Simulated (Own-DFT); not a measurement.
# Energy and forces against displacement in monoclinic HfO2, 96 atoms (Hf32O64)

Calculated results; nothing here was measured. The program, named Own-DFT, is a retired in-house plane-wave density functional code that no person has reviewed. Each row is one single-point run on a periodic cell that was not relaxed, without spin or spin-orbit coupling.

Settings of every run: PBE; PseudoDojo norm-conserving scalar-relativistic files; cutoff 72 hartree; 2 x 2 x 2 k mesh centred on Gamma; Fermi-Dirac smearing of 0.1 eV.

Known limits, some of them of some rows only: some atoms lie very close together; hafnium file: forces about 75 meV/angstrom off all-electron values; oxygen file: force components 24 meV/angstrom off all-electron in a glass; forces on such cells passed a denser k mesh, each cell not checked; stress not checked against mesh or cutoff.

Cell vectors in Å: (10.234, 0.000, 0.000); (0.000, 10.350, 0.000); (-1.696, 0.000, 10.445). In each run every atom was moved at random and independently from its ideal site; u is the rms move along one axis. E is the free energy for each atom above the fitted value at u = 0, and F the rms of the force components.

```
run,u (Å),E (meV/atom),F (eV/Å),largest force (eV/Å),P (GPa)
1,0.0208,10.6,0.487,1.83,4.17
2,0.0218,11.5,0.488,1.62,4.00
3,0.0484,61.4,1.082,3.85,6.69
4,0.0506,61.1,1.076,3.94,5.62
5,0.0509,66.6,1.178,4.58,5.86
6,0.0729,?,?,?,?
7,0.0774,129.6,1.592,6.26,7.50
8,0.1095,311.9,2.703,10.33,14.99
9,0.1517,589.3,4.210,20.07,22.99
```

## Worked fit

For small independent moves the energy grows as E = (3/2) K u², with K the mean stiffness felt by one atom. The runs with u up to 0.11 Å give K = 16.4 ± 0.6 eV/Å², with residuals divided by u² + 0.0006 Å², since the noise grows with the moves. The scatter is 4.8 meV/atom at u = 0.05 Å. The forces follow F = G u with G = 22.6 eV/Å²; no force at u = 0 is resolved. G exceeds K because the moves of its neighbours add to the force on an atom, and stiffness differs between atoms. At u = 0.152 Å the parabola gives 566 meV/atom and the run 589. The pressure follows P = 3.58 + 902 u² GPa: at fixed volume, shortened bonds push harder than stretched ones pull.

## Withheld run

Question: what energy and rms force should run 6 give?

The fit gives 131 ± 10 meV/atom and about 1.65 eV/Å. The calculation gave 130.5 meV/atom and 1.643 eV/Å.
